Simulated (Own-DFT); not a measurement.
Simulation results for AlN (wurtzite, strained, atoms displaced)

A calculation, not a measurement: plane-wave PBE density functional theory by an unreviewed code, no spin, of a simulated periodic cell, stress positive in tension, free energy of the whole cell less one offset for each atom, forces on such cells passed a denser k mesh, this cell's mesh not checked; offsets are fitted by least squares, one for each functional and potential file, so energies compare only between cells with the same atoms and settings and are not formation energies; the far tail of each file's local potential was reset to the Coulomb form; each entry is a single point on an unrelaxed cell, so the pressure reflects the starting lattice, mostly measured values (interpolated for alloys), from which strain is counted, and rises with the displacements; printed positions are rounded, which can move forces by about a meV/angstrom; the program, named Own-DFT, is a retired in-house code; no spin-orbit coupling. Program: Own-DFT development build.

Settings shared by all entries: functional PBE; potential files PseudoDojo norm-conserving, scalar-relativistic, standard set; wave cutoff 42 hartree; occupations Fermi-Dirac; smearing width 0.1 eV; hardware one NVIDIA H100; k mesh 2 x 2 x 2 centred on Gamma.

(1) AlN (wurtzite, strained, atoms displaced)

```cif
# cell vector a (Å): 12.2952 -0.0952 0.2244
# cell vector b (Å): -6.2300 10.8877 -0.0767
# cell vector c (Å): 0.1796 0.0328 10.0306
data_AlN
_symmetry_space_group_name_H-M 'P 1'
_symmetry_Int_Tables_number 1
_cell_length_a 12.2976
_cell_length_b 12.5444
_cell_length_c 10.0323
_cell_angle_alpha 90.697
_cell_angle_beta 87.930
_cell_angle_gamma 120.223
_cell_volume 1336.36
loop_
_atom_site_label
_atom_site_type_symbol
_atom_site_fract_x
_atom_site_fract_y
_atom_site_fract_z
_atom_site_occupancy
Al1 Al 0.08631 0.16639 0.99938 1
Al2 Al 0.16771 0.08562 0.24918 1
N1 N 0.07901 0.16321 0.18451 1
N2 N 0.16743 0.07724 0.44318 1
Al3 Al 0.08585 0.16770 0.50463 1
Al4 Al 0.16124 0.08115 0.75428 1
N3 N 0.08935 0.16981 0.68926 1
N4 N 0.15087 0.07163 0.94123 1
Al5 Al 0.07426 0.41128 0.99646 1
Al6 Al 0.16269 0.32752 0.23968 1
N5 N 0.08281 0.41984 0.19169 1
N6 N 0.16706 0.33450 0.43162 1
Al7 Al 0.08104 0.41744 0.50265 1
Al8 Al 0.16660 0.33525 0.74780 1
N7 N 0.07989 0.41284 0.69489 1
N8 N 0.16994 0.33580 0.93847 1
Al9 Al 0.08856 0.67171 0.99631 1
Al10 Al 0.16729 0.58588 0.25277 1
N9 N 0.08008 0.66276 0.18881 1
N10 N 0.16780 0.58990 0.44430 1
Al11 Al 0.08297 0.66890 0.49828 1
Al12 Al 0.16583 0.59078 0.74152 1
N11 N 0.08363 0.66673 0.68990 1
N12 N 0.17407 0.58606 0.94238 1
Al13 Al 0.08422 0.91233 0.99630 1
Al14 Al 0.15862 0.83153 0.25505 1
N13 N 0.07247 0.91256 0.19136 1
N14 N 0.16214 0.82603 0.44328 1
Al15 Al 0.08479 0.92304 0.50169 1
Al16 Al 0.16422 0.83598 0.75835 1
N15 N 0.08590 0.92142 0.69155 1
N16 N 0.17009 0.83731 0.93788 1
Al17 Al 0.33307 0.16107 0.00515 1
Al18 Al 0.40991 0.07783 0.24943 1
N17 N 0.33320 0.16713 0.19111 1
N18 N 0.41393 0.07801 0.43894 1
Al19 Al 0.33846 0.16646 0.49865 1
Al20 Al 0.40865 0.07527 0.74874 1
N19 N 0.32580 0.16468 0.69505 1
N20 N 0.41934 0.08352 0.94056 1
Al21 Al 0.33776 0.41828 0.00285 1
Al22 Al 0.41251 0.33070 0.24581 1
N21 N 0.32776 0.41375 0.19735 1
N22 N 0.41600 0.32704 0.44282 1
Al23 Al 0.32953 0.41081 0.50825 1
Al24 Al 0.41569 0.33316 0.75806 1
N23 N 0.33645 0.41971 0.68978 1
N24 N 0.41831 0.32825 0.94210 1
Al25 Al 0.32780 0.65671 0.99671 1
Al26 Al 0.42099 0.58244 0.24970 1
N25 N 0.33627 0.67219 0.18643 1
N26 N 0.42111 0.58585 0.43913 1
Al27 Al 0.34172 0.67386 0.49116 1
Al28 Al 0.40959 0.57457 0.74873 1
N27 N 0.33099 0.66980 0.69051 1
N28 N 0.41735 0.58118 0.93518 1
Al29 Al 0.33681 0.92154 0.99343 1
Al30 Al 0.42025 0.83557 0.25218 1
N29 N 0.34189 0.92205 0.19518 1
N30 N 0.41314 0.83438 0.44218 1
Al31 Al 0.33328 0.91693 0.49278 1
Al32 Al 0.40821 0.82873 0.74790 1
N31 N 0.33400 0.92088 0.69342 1
N32 N 0.41243 0.83376 0.94001 1
Al33 Al 0.58410 0.16691 0.99963 1
Al34 Al 0.66408 0.08191 0.25285 1
N33 N 0.57978 0.16417 0.19978 1
N34 N 0.67437 0.08444 0.43810 1
Al35 Al 0.57717 0.16734 0.49707 1
Al36 Al 0.66841 0.08668 0.75778 1
N35 N 0.58039 0.16399 0.68760 1
N36 N 0.66907 0.08237 0.94919 1
Al37 Al 0.57867 0.41566 0.99531 1
Al38 Al 0.66399 0.33780 0.25529 1
N37 N 0.58659 0.42285 0.18593 1
N38 N 0.66234 0.33774 0.44203 1
Al39 Al 0.58846 0.42084 0.49546 1
Al40 Al 0.66856 0.33657 0.75336 1
N39 N 0.58793 0.42815 0.68833 1
N40 N 0.66453 0.33354 0.94472 1
Al41 Al 0.58356 0.67126 0.99607 1
Al42 Al 0.66906 0.58104 0.24697 1
N41 N 0.58529 0.66669 0.19436 1
N42 N 0.66291 0.57888 0.43570 1
Al43 Al 0.58275 0.66830 0.50183 1
Al44 Al 0.67169 0.59287 0.74486 1
N43 N 0.58835 0.66509 0.68808 1
N44 N 0.66480 0.57956 0.94672 1
Al45 Al 0.58220 0.91451 0.00687 1
Al46 Al 0.66487 0.83441 0.25490 1
N45 N 0.57798 0.91961 0.19785 1
N46 N 0.66965 0.83421 0.44066 1
Al47 Al 0.58255 0.91835 0.49897 1
Al48 Al 0.66418 0.82809 0.74926 1
N47 N 0.58318 0.91298 0.68919 1
N48 N 0.66173 0.82739 0.94047 1
Al49 Al 0.83126 0.16733 0.00059 1
Al50 Al 0.92030 0.08455 0.24685 1
N49 N 0.83005 0.16426 0.20014 1
N50 N 0.91062 0.08197 0.44428 1
Al51 Al 0.83727 0.16662 0.50445 1
Al52 Al 0.91602 0.08801 0.75072 1
N51 N 0.82870 0.16377 0.69115 1
N52 N 0.91308 0.08217 0.94244 1
Al53 Al 0.83399 0.41850 0.00027 1
Al54 Al 0.92477 0.33193 0.25112 1
N53 N 0.83754 0.42454 0.19341 1
N54 N 0.92001 0.33374 0.42997 1
Al55 Al 0.83907 0.41874 0.48869 1
Al56 Al 0.91854 0.32951 0.75241 1
N55 N 0.82148 0.41486 0.68640 1
N56 N 0.92036 0.33879 0.93275 1
Al57 Al 0.83998 0.67208 0.00304 1
Al58 Al 0.92109 0.58492 0.25621 1
N57 N 0.83583 0.67036 0.19568 1
N58 N 0.91505 0.57173 0.45051 1
Al59 Al 0.83897 0.66773 0.49938 1
Al60 Al 0.91221 0.58066 0.74425 1
N59 N 0.83149 0.66577 0.68620 1
N60 N 0.90529 0.57003 0.94621 1
Al61 Al 0.82569 0.91530 0.99500 1
Al62 Al 0.91618 0.83145 0.25114 1
N61 N 0.83628 0.91569 0.18445 1
N62 N 0.91133 0.83064 0.42979 1
Al63 Al 0.83173 0.91994 0.49724 1
Al64 Al 0.91655 0.83806 0.74954 1
N63 N 0.83419 0.92093 0.69777 1
N64 N 0.91675 0.83292 0.93880 1
```

| Quantity | Value |
| --- | --- |
| free energy of cell above offsets | -53.949 eV |
| pressure | 5.58 GPa |
| stress xx | -8.74 GPa |
| stress yy | -5.84 GPa |
| stress zz | -2.16 GPa |
| stress yz | 1.22 GPa |
| stress xz | 4.55 GPa |
| stress xy | -3.03 GPa |
| wall time | 410.7 s |

Force:
```
element  x (eV/Å)  y (eV/Å)  z (eV/Å)
     Al    -1.509     0.034    -0.605
     Al    -0.917    -1.424     0.387
      N     1.766         1     0.487
      N    -0.624     2.234    -1.191
     Al    -0.296     -0.07    -1.258
     Al      0.17     0.294    -0.156
      N    -1.176     0.082      0.52
      N     2.323      1.52      0.16
     Al     2.084     2.079     0.824
     Al    -1.212     0.734     1.308
      N     1.803     0.074    -1.343
      N    -0.143     -0.64     1.364
     Al     0.698     0.349    -0.773
     Al     0.316    -0.297     0.668
      N     0.802      1.44    -1.241
      N     -0.09    -0.656     0.411
     Al    -0.386    -1.706     0.558
     Al      0.23     -0.11    -0.339
      N     1.017     1.818    -0.023
      N     0.985    -1.168    -0.386
     Al     0.162    -0.957     1.116
     Al     0.791    -1.829     1.497
      N     -1.28     1.093     0.247
      N    -2.932    -1.594    -1.547
     Al    -1.947     0.146     1.408
     Al     1.031     0.098    -0.894
      N     3.474     1.804    -0.867
      N    -0.729     2.051     -0.47
     Al    -0.069    -2.566     0.088
     Al     0.243    -0.363    -2.522
      N    -0.128    -0.882    -0.254
      N     0.107    -0.752     0.983
     Al    -0.829     0.267     -1.17
     Al     0.718     1.382     0.471
      N     0.069    -0.355     -0.23
      N    -0.413     0.503    -0.078
     Al    -0.994    -0.342     1.123
     Al     0.265     2.692     0.296
      N     1.483     0.576    -0.317
      N    -0.613     0.064    -0.266
     Al    -0.414    -0.283    -0.019
     Al      0.82     1.001     1.202
      N     1.526     0.762    -1.707
      N    -0.581      0.92     -0.74
     Al       0.6     0.761    -2.322
     Al     0.819    -0.023    -1.768
      N    -0.329    -1.509     0.472
      N    -1.812    -0.463     0.471
     Al     1.305       2.6     0.886
     Al    -1.316     0.013     0.284
      N     0.689    -0.931     0.742
      N    -0.716    -0.904     0.423
     Al    -0.867    -1.489     1.311
     Al      0.28     2.677    -0.145
      N     1.472    -0.997     -1.07
      N     0.064    -0.299     0.557
     Al     0.499    -0.774     1.724
     Al    -2.111    -1.168    -0.041
      N    -1.997    -1.902    -1.086
      N     1.279      0.39    -0.591
     Al    -0.918    -0.435     1.516
     Al     1.191     1.385     0.606
      N    -0.341    -2.101    -1.163
      N      1.17    -0.663    -0.063
     Al    -0.074     0.453     1.276
     Al    -0.455     0.666     0.422
      N     0.134     1.106    -1.137
      N     -1.71    -0.063     0.903
     Al     1.986     0.257     0.228
     Al    -1.459     -1.71    -0.891
      N     0.006     0.453      0.75
      N    -0.873     -0.27    -0.893
     Al     1.606     0.804     0.992
     Al     0.716    -0.591    -1.071
      N    -0.688    -1.716     0.167
      N     2.204    -1.478    -0.579
     Al    -1.865     0.038     1.636
     Al     -2.51    -1.244    -0.183
      N     -0.15    -1.672     0.671
      N     0.621    -0.746    -0.508
     Al      0.94    -2.216     1.357
     Al    -0.929     0.839     0.372
      N     0.102     0.735    -1.123
      N     0.602     1.561     0.319
     Al     1.226    -0.344    -0.697
     Al    -0.024      -2.4     1.774
      N    -2.168     0.754     0.091
      N    -0.141      1.67    -1.197
     Al    -0.939    -0.224    -0.576
     Al      0.67     -0.15     -0.84
      N      2.89     -0.02    -1.157
      N    -1.186    -0.266      0.22
     Al     0.503     0.465     0.539
     Al    -0.889     0.638     -0.15
      N    -0.407     0.558     0.469
      N    -0.552     1.562    -0.439
     Al     0.886     0.545     1.154
     Al     -2.01    -1.628     0.703
      N     1.262     0.893     -2.01
      N     2.543     0.373    -0.762
     Al    -1.721     0.733    -0.875
     Al     0.475    -0.688     0.339
      N     1.221     1.284     0.238
      N     0.241     0.736    -0.513
     Al    -0.536    -1.883     1.439
     Al    -2.962    -0.412    -0.805
      N       0.4    -1.689     0.068
      N      0.09    -0.396     2.723
     Al    -1.314    -3.745     1.949
     Al    -2.584     0.244    -1.152
      N     4.059     0.737    -0.696
      N    -1.254    -1.918     1.325
     Al    -1.001    -1.594     0.184
     Al    -1.557    -0.592    -0.421
      N     1.214    -0.556     -0.57
      N    -0.448     4.526    -1.863
     Al    -1.438    -0.615    -0.664
     Al    -0.264    -0.521     0.904
      N     1.585     1.974     0.098
      N     1.149      4.51    -2.034
     Al     1.616     0.134     0.789
     Al    -2.283    -0.391    -0.857
      N     -1.08     0.421     0.597
      N     0.841     0.707     3.065
     Al      0.75    -0.736     0.821
     Al     0.162    -0.945     0.092
      N     0.328    -0.058    -1.156
      N    -0.116    -0.095    -0.313
```

(2) AlN (wurtzite, strained, atoms displaced)

```cif
# cell vector a (Å): 12.5339 0.2262 0.1378
# cell vector b (Å): -6.0711 10.6979 0.0284
# cell vector c (Å): 0.1103 0.0899 9.8471
data_AlN
_symmetry_space_group_name_H-M 'P 1'
_symmetry_Int_Tables_number 1
_cell_length_a 12.5367
_cell_length_b 12.3006
_cell_length_c 9.8481
_cell_angle_alpha 89.730
_cell_angle_beta 88.719
_cell_angle_gamma 118.538
_cell_volume 1333.62
loop_
_atom_site_label
_atom_site_type_symbol
_atom_site_fract_x
_atom_site_fract_y
_atom_site_fract_z
_atom_site_occupancy
Al1 Al 0.09005 0.17339 0.00332 1
Al2 Al 0.16822 0.08590 0.24440 1
N1 N 0.08998 0.17683 0.18123 1
N2 N 0.15876 0.08338 0.44309 1
Al3 Al 0.08703 0.16812 0.50252 1
Al4 Al 0.16654 0.08454 0.75181 1
N3 N 0.09223 0.17317 0.69516 1
N4 N 0.16391 0.07971 0.94128 1
Al5 Al 0.08676 0.41120 0.99508 1
Al6 Al 0.16124 0.32498 0.24910 1
N5 N 0.07545 0.40950 0.19200 1
N6 N 0.16030 0.33478 0.44126 1
Al7 Al 0.07945 0.42074 0.49551 1
Al8 Al 0.17351 0.34477 0.74643 1
N7 N 0.07667 0.41611 0.68375 1
N8 N 0.16291 0.33290 0.93651 1
Al9 Al 0.08318 0.67002 0.01395 1
Al10 Al 0.16466 0.57726 0.25405 1
N9 N 0.08658 0.68348 0.18815 1
N10 N 0.16382 0.58389 0.44432 1
Al11 Al 0.08853 0.66660 0.51081 1
Al12 Al 0.16565 0.57759 0.74645 1
N11 N 0.08658 0.66481 0.68729 1
N12 N 0.16563 0.58068 0.93696 1
Al13 Al 0.08199 0.91881 0.00303 1
Al14 Al 0.15643 0.82699 0.25728 1
N13 N 0.08489 0.91750 0.19564 1
N14 N 0.16272 0.82703 0.44993 1
Al15 Al 0.08633 0.91586 0.49838 1
Al16 Al 0.16496 0.83193 0.76124 1
N15 N 0.07732 0.91506 0.70102 1
N16 N 0.16800 0.83627 0.94129 1
Al17 Al 0.33277 0.16154 0.00261 1
Al18 Al 0.41988 0.08964 0.24073 1
N17 N 0.33750 0.16143 0.19514 1
N18 N 0.41127 0.07346 0.44129 1
Al19 Al 0.33135 0.16299 0.49984 1
Al20 Al 0.41884 0.08786 0.74503 1
N19 N 0.32930 0.16610 0.69305 1
N20 N 0.40999 0.07446 0.94275 1
Al21 Al 0.33269 0.41405 0.00144 1
Al22 Al 0.41303 0.33154 0.25231 1
N21 N 0.33687 0.41139 0.20002 1
N22 N 0.42036 0.33204 0.44141 1
Al23 Al 0.33128 0.41006 0.48807 1
Al24 Al 0.42059 0.33600 0.75046 1
N23 N 0.33891 0.42201 0.69500 1
N24 N 0.41187 0.33013 0.94779 1
Al25 Al 0.33381 0.65720 0.99704 1
Al26 Al 0.41275 0.58280 0.24527 1
N25 N 0.33856 0.67081 0.19066 1
N26 N 0.41687 0.57749 0.43741 1
Al27 Al 0.33821 0.67030 0.51112 1
Al28 Al 0.41749 0.58521 0.74811 1
N27 N 0.32508 0.66446 0.68562 1
N28 N 0.41424 0.58084 0.93678 1
Al29 Al 0.33287 0.91158 0.99451 1
Al30 Al 0.41640 0.82826 0.24716 1
N29 N 0.32922 0.91422 0.19191 1
N30 N 0.41622 0.83412 0.43244 1
Al31 Al 0.33403 0.91847 0.50288 1
Al32 Al 0.41874 0.83250 0.75468 1
N31 N 0.33190 0.91437 0.68453 1
N32 N 0.42079 0.83842 0.93779 1
Al33 Al 0.58394 0.16811 0.99843 1
Al34 Al 0.67030 0.09318 0.24974 1
N33 N 0.58369 0.16863 0.19218 1
N34 N 0.66579 0.08199 0.44525 1
Al35 Al 0.59274 0.16895 0.49954 1
Al36 Al 0.66700 0.08687 0.75619 1
N35 N 0.57342 0.16337 0.68811 1
N36 N 0.66458 0.08429 0.94007 1
Al37 Al 0.58296 0.41113 0.98912 1
Al38 Al 0.66373 0.32844 0.24910 1
N37 N 0.58458 0.41230 0.19271 1
N38 N 0.66220 0.32706 0.43919 1
Al39 Al 0.57878 0.41162 0.50066 1
Al40 Al 0.65470 0.32380 0.75135 1
N39 N 0.58847 0.41779 0.69008 1
N40 N 0.67333 0.33438 0.93578 1
Al41 Al 0.59158 0.67618 0.99929 1
Al42 Al 0.66355 0.57817 0.25007 1
N41 N 0.58732 0.67349 0.19492 1
N42 N 0.66669 0.58475 0.44515 1
Al43 Al 0.59091 0.66859 0.50265 1
Al44 Al 0.66823 0.58030 0.75393 1
N43 N 0.58447 0.67394 0.68978 1
N44 N 0.66720 0.58156 0.94486 1
Al45 Al 0.58329 0.91624 0.00125 1
Al46 Al 0.67049 0.83746 0.25714 1
N45 N 0.58776 0.91451 0.19247 1
N46 N 0.67122 0.82667 0.43933 1
Al47 Al 0.58957 0.91176 0.50467 1
Al48 Al 0.66385 0.83498 0.74150 1
N47 N 0.57820 0.91887 0.69449 1
N48 N 0.66169 0.83983 0.93715 1
Al49 Al 0.83226 0.16024 0.00903 1
Al50 Al 0.92099 0.08518 0.24334 1
N49 N 0.83031 0.16743 0.19803 1
N50 N 0.91319 0.07861 0.44414 1
Al51 Al 0.82963 0.16478 0.50270 1
Al52 Al 0.91789 0.08046 0.74880 1
N51 N 0.83459 0.16335 0.68738 1
N52 N 0.91694 0.08309 0.94984 1
Al53 Al 0.83058 0.41867 0.99454 1
Al54 Al 0.91599 0.33748 0.25914 1
N53 N 0.83295 0.41028 0.19504 1
N54 N 0.92520 0.32929 0.43572 1
Al55 Al 0.82896 0.41361 0.49401 1
Al56 Al 0.90877 0.32580 0.75348 1
N55 N 0.83665 0.42245 0.69282 1
N56 N 0.91329 0.32998 0.92923 1
Al57 Al 0.83974 0.66462 0.99665 1
Al58 Al 0.91932 0.58961 0.24486 1
N57 N 0.82568 0.66537 0.19283 1
N58 N 0.91682 0.58757 0.44251 1
Al59 Al 0.82650 0.66941 0.50769 1
Al60 Al 0.91857 0.58312 0.75529 1
N59 N 0.83785 0.67187 0.70025 1
N60 N 0.91048 0.58436 0.94207 1
Al61 Al 0.83456 0.91265 0.00349 1
Al62 Al 0.91770 0.82759 0.25811 1
N61 N 0.83665 0.91658 0.19709 1
N62 N 0.91522 0.83213 0.44240 1
Al63 Al 0.82929 0.90995 0.50364 1
Al64 Al 0.91247 0.82182 0.74962 1
N63 N 0.82316 0.90894 0.69016 1
N64 N 0.91509 0.83523 0.93533 1
```

| Quantity | Value |
| --- | --- |
| free energy of cell above offsets | -50.995 eV |
| pressure | 6.52 GPa |
| stress xx | -2.98 GPa |
| stress yy | -5.35 GPa |
| stress zz | -11.25 GPa |
| stress yz | 1.56 GPa |
| stress xz | 3.38 GPa |
| stress xy | 7.37 GPa |
| wall time | 395.6 s |

Force:
```
element  x (eV/Å)  y (eV/Å)  z (eV/Å)
     Al    -0.828    -1.596    -2.961
     Al       0.3    -0.538     0.871
      N     0.118    -2.679     2.008
      N     2.735    -0.221    -1.207
     Al    -2.744     0.231     0.644
     Al     0.062    -0.787    -0.035
      N    -1.463    -0.188    -0.179
      N     0.604     1.397     1.079
     Al    -3.614     1.167     0.692
     Al    -0.015     2.962     1.186
      N     0.976      1.31    -0.601
      N     1.938    -0.443    -0.352
     Al     0.692    -0.579     0.783
     Al    -0.476    -1.356    -0.731
      N     0.765    -0.304     1.177
      N     2.802     0.177     0.184
     Al     0.713    -0.333     -4.29
     Al     0.052      1.15    -0.535
      N     0.348    -5.022     1.582
      N     1.541     0.231    -0.973
     Al    -2.109    -0.262     -2.22
     Al    -1.188     0.231     0.135
      N    -1.097     0.309     3.605
      N     0.091     0.302     1.367
     Al    -0.151    -0.797    -0.455
     Al     2.389     3.942     1.095
      N    -1.254     0.148    -0.184
      N     0.543     1.144    -0.995
     Al    -1.418    -0.278     1.304
     Al     0.339     0.038    -2.969
      N     0.731     0.251     -1.23
      N    -0.076    -0.821     1.577
     Al    -0.841    -0.242    -0.423
     Al     2.069     -3.72     2.247
      N    -3.652     2.088    -0.966
      N     0.383     3.157     -0.69
     Al     0.038    -0.469    -0.237
     Al    -1.444    -2.579     0.539
      N     0.602     0.856    -0.122
      N     1.201     2.257     -0.73
     Al    -0.771     0.402     0.097
     Al     2.989    -0.841      -0.3
      N    -3.035     0.984    -1.664
      N    -0.307    -0.897     0.237
     Al    -1.115     1.152     1.313
     Al    -0.906    -0.618    -0.021
      N    -0.089    -0.625     -1.08
      N     1.769    -0.254    -1.065
     Al    -2.266     2.104     0.372
     Al      1.91     0.281     1.048
      N    -1.537     -2.34    -1.072
      N    -0.097     1.073       0.8
     Al    -0.136    -0.411    -4.487
     Al     0.035     0.269    -0.678
      N     1.705     0.534     3.374
      N     1.931    -0.383     0.659
     Al    -1.066    -0.119     1.804
     Al    -0.452     2.202    -0.071
      N     0.193      0.06    -0.364
      N     1.333    -0.489     2.189
     Al     0.089    -1.909    -1.425
     Al    -1.479      0.04    -1.532
      N    -0.191     0.321     2.751
      N     0.823    -1.876     1.027
     Al    -0.517    -0.773     0.225
     Al     0.297    -2.661     0.575
      N    -0.147    -0.127    -0.924
      N     1.303    -0.279     -0.52
     Al    -2.733    -1.807     0.005
     Al     0.285    -0.681     -1.52
      N     2.187      1.04     0.549
      N     0.809     0.158     1.182
     Al    -0.941     0.787     2.064
     Al     0.495     1.134     0.022
      N    -1.154     0.122    -0.718
      N     0.611     1.252     0.331
     Al      0.52     0.955    -0.591
     Al     2.424     1.391      -1.1
      N    -1.483    -0.227     0.597
      N    -1.384    -0.871     0.569
     Al    -0.693    -0.876      0.48
     Al    -0.499     0.525    -0.111
      N     -0.31    -1.236    -0.704
      N      1.08     -1.47    -0.122
     Al    -2.328    -1.381    -0.695
     Al    -0.393     1.241    -0.313
      N     0.395     -1.75     0.691
      N     0.193      0.11    -0.451
     Al    -1.358     0.745      0.56
     Al     0.558    -0.451    -1.647
      N    -1.298     1.358     0.062
      N    -0.811     1.257     1.497
     Al      -2.2     0.437    -1.182
     Al    -0.194     0.426     1.814
      N     0.998     0.216    -0.623
      N     2.883    -1.049    -0.402
     Al    -1.238     1.349    -1.123
     Al    -0.511    -0.431     1.386
      N      0.91     0.519    -0.437
      N     0.787      0.55    -0.428
     Al     1.176    -0.304    -1.274
     Al     0.442    -0.039     0.303
      N     -1.28    -0.077     1.272
      N      1.08    -0.264    -0.781
     Al     1.724    -0.948     0.809
     Al     0.945    -1.498    -2.287
      N    -1.606      1.81    -1.084
      N    -2.598     0.117     2.288
     Al     0.688     1.164     0.702
     Al     0.654     1.044    -2.769
      N    -1.089    -1.914    -0.615
      N     0.508     0.112     3.989
     Al    -4.409     2.115     1.481
     Al    -0.484    -1.121     1.439
      N     1.455     0.156    -0.703
      N     0.272    -0.534    -0.228
     Al     1.906    -0.747    -0.729
     Al     0.752     0.185    -1.655
      N    -0.803    -3.855    -1.337
      N     3.957    -1.019      0.21
     Al    -1.516     0.611     0.023
     Al    -0.923     0.769     -1.16
      N     0.096     -0.03     -0.57
      N     0.893    -0.028     1.083
     Al     0.423     1.527    -0.882
     Al    -0.662     4.426     0.385
      N     1.515     1.042     0.661
      N     1.343    -0.999     1.524
```
